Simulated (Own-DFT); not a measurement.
# How strain changes the stress of wurtzite GaN, 96 atoms (Ga48N48)

Calculated results; nothing here was measured. They come from Own-DFT, an in-house plane-wave density functional program, since retired, whose code no person has reviewed. Each row is one single-point run on a periodic cell that was not relaxed, without spin or spin-orbit coupling.

Settings of every run: PBE; PseudoDojo norm-conserving scalar-relativistic files (stringent for Ga); cutoff 96 hartree; 3 x 4 x 3 k mesh centred on Gamma; Gaussian smearing of 0.01 eV.

Known limits: forces on such cells passed a denser k mesh, each cell not checked; stress not checked against mesh or cutoff.

Unstrained cell vectors in Å: (12.756, 0.000, 0.000); (-4.783, 8.285, 0.000); (0.000, 0.000, 10.370). The unstrained cell has measured lattice constants (interpolated for alloys), not those of this functional. That, the random moves and any unrelaxed bonds set the pressure at no strain. Each run strains this cell uniformly, with the atoms carried along. Every atom was also moved at random, by a Gaussian of width 0.05 Å on each axis. Strain is the symmetric tensor, in per cent. Stress is positive in tension, and the pressure is minus a third of its trace.

| run | e_xx (%) | e_yy (%) | e_zz (%) | e_yz (%) | e_xz (%) | e_xy (%) | s_xx (GPa) | s_yy (GPa) | s_zz (GPa) | s_yz (GPa) | s_xz (GPa) | s_xy (GPa) | P (GPa) | E (meV/atom) |
|---|---|---|---|---|---|---|---|---|---|---|---|---|---|---|
| 1 | 1.52 | 1.76 | -0.43 | 1.31 | 1.91 | 0.93 | -0.18 | 1.19 | -7.35 | 2.55 | 3.96 | 1.82 | 2.11 | 14.6 |
| 2 | 0.87 | -0.04 | 1.79 | -0.44 | -0.75 | 1.28 | -1.82 | -5.90 | 0.82 | -0.29 | -1.52 | 3.49 | 2.30 | 0.0 |
| 3 | -0.98 | 0.95 | -1.81 | 1.70 | -0.25 | -1.54 | -11.57 | -5.18 | -18.22 | 3.58 | -1.08 | -3.64 | 11.66 | 40.9 |
| 4 | 0.78 | -1.69 | 1.69 | 1.59 | 1.98 | 1.63 | -5.36 | -13.29 | -0.65 | 2.65 | 4.86 | 5.55 | 6.43 | 33.1 |
| 5 | -1.96 | -1.70 | -0.69 | -1.14 | 1.34 | 0.11 | -19.06 | -19.25 | -12.93 | -2.51 | 1.87 | 0.18 | 17.08 | 55.8 |
| 6 | 1.52 | -1.87 | -0.99 | 1.91 | 1.99 | 0.33 | -4.01 | -14.90 | -11.71 | 2.97 | 4.08 | 2.56 | 10.21 | 30.9 |
| 7 | -0.16 | 1.42 | -0.74 | -1.60 | -1.92 | 0.06 | -6.93 | -2.36 | -9.05 | -3.85 | -4.23 | 0.01 | 6.11 | 11.8 |
| 8 | 1.43 | 0.25 | 0.70 | 0.49 | 1.02 | -0.56 | -0.73 | -4.82 | -3.54 | 2.43 | 2.44 | -2.68 | 3.03 | 12.9 |
| 9 | -1.41 | 0.58 | -1.82 | -0.34 | 0.69 | 0.61 | -14.65 | -8.93 | -14.69 | -0.90 | 1.56 | 1.21 | 12.75 | 30.4 |
| 10 | -0.57 | -0.64 | -0.18 | -0.48 | 1.73 | 0.43 | -10.51 | -9.52 | -9.53 | -0.27 | 4.82 | 1.21 | 9.85 | 14.9 |
| 11 | 0.20 | -1.62 | 0.05 | 1.88 | -0.71 | 0.53 | -8.38 | -14.64 | -6.38 | 3.91 | -1.43 | 1.57 | 9.80 | 18.2 |
| 12 | -0.88 | -1.23 | -1.19 | -1.51 | 1.90 | 1.38 | -14.54 | -16.77 | -13.23 | -4.27 | 4.77 | 5.01 | 14.84 | 54.3 |
| 13 | -1.16 | 1.26 | -1.02 | 1.42 | -1.83 | -0.30 | -12.06 | -4.77 | -11.46 | 2.57 | -4.61 | -1.95 | 9.43 | 34.1 |
| 14 | 0.08 | -1.35 | 0.46 | -0.39 | -0.87 | -0.92 | -8.36 | -12.90 | -6.46 | -0.69 | -1.73 | -3.88 | 9.24 | 27.4 |
| 15 | -1.88 | -1.51 | 0.01 | 0.00 | 0.70 | 1.80 | -16.67 | -16.21 | -10.87 | -0.13 | 1.92 | 6.19 | 14.59 | 43.2 |
| 16 | -0.71 | -1.54 | 0.47 | -1.88 | -0.98 | 1.09 | -11.70 | -16.70 | -6.63 | -5.46 | -1.77 | 2.99 | 11.68 | 41.3 |
| 17 | -0.39 | -0.66 | -1.80 | 0.28 | 0.27 | -1.20 | ? | ? | ? | ? | ? | ? | ? | ? |

E is the free energy for each atom above the lowest run shown.

## Worked fit

Each stress component was fitted by least squares to a constant and the strains of the runs shown, as fractions, with shears doubled. Shear strains stay in the fit of a normal stress only where such slopes are resolved. The slopes, in GPa:

```
stress  at no strain  per e_xx  per e_yy  per e_zz  scatter
  s_xx          -7.5  415 ± 13  121 ± 11   97 ± 15     0.51
  s_yy          -7.9  125 ± 26  449 ± 22   75 ± 29     0.98
  s_zz          -7.5   84 ± 30   49 ± 25  425 ± 34     1.14
```

Each shear stress against twice its own strain: yz 106 ± 7, xz 112 ± 6, xy 163 ± 13 GPa. These are stiffnesses along x, y and z of the frame in which the cell vectors are given, which need not be the crystal's axes. The atoms are held to the strained lattice; where symmetry lets them move under strain, relaxing them would lower some slopes. The table should be nearly symmetric about its diagonal, and what it lacks of that shows the noise. A ninth of its sum, 204 ± 5 GPa, estimates the bulk modulus near the mean pressure of these runs, 9.4 GPa, so it lies above the value at zero pressure.

## Withheld run

Question: what normal stresses and pressure should run 17 give?

The fit gives s_xx = -11.7, s_yy = -12.7, s_zz = -15.8 and P = 13.4 GPa. The calculation gave -9.93, -9.94, -21.59 and P = 13.82 GPa. This run lies off the fit, by chance or by something that the fit leaves out.
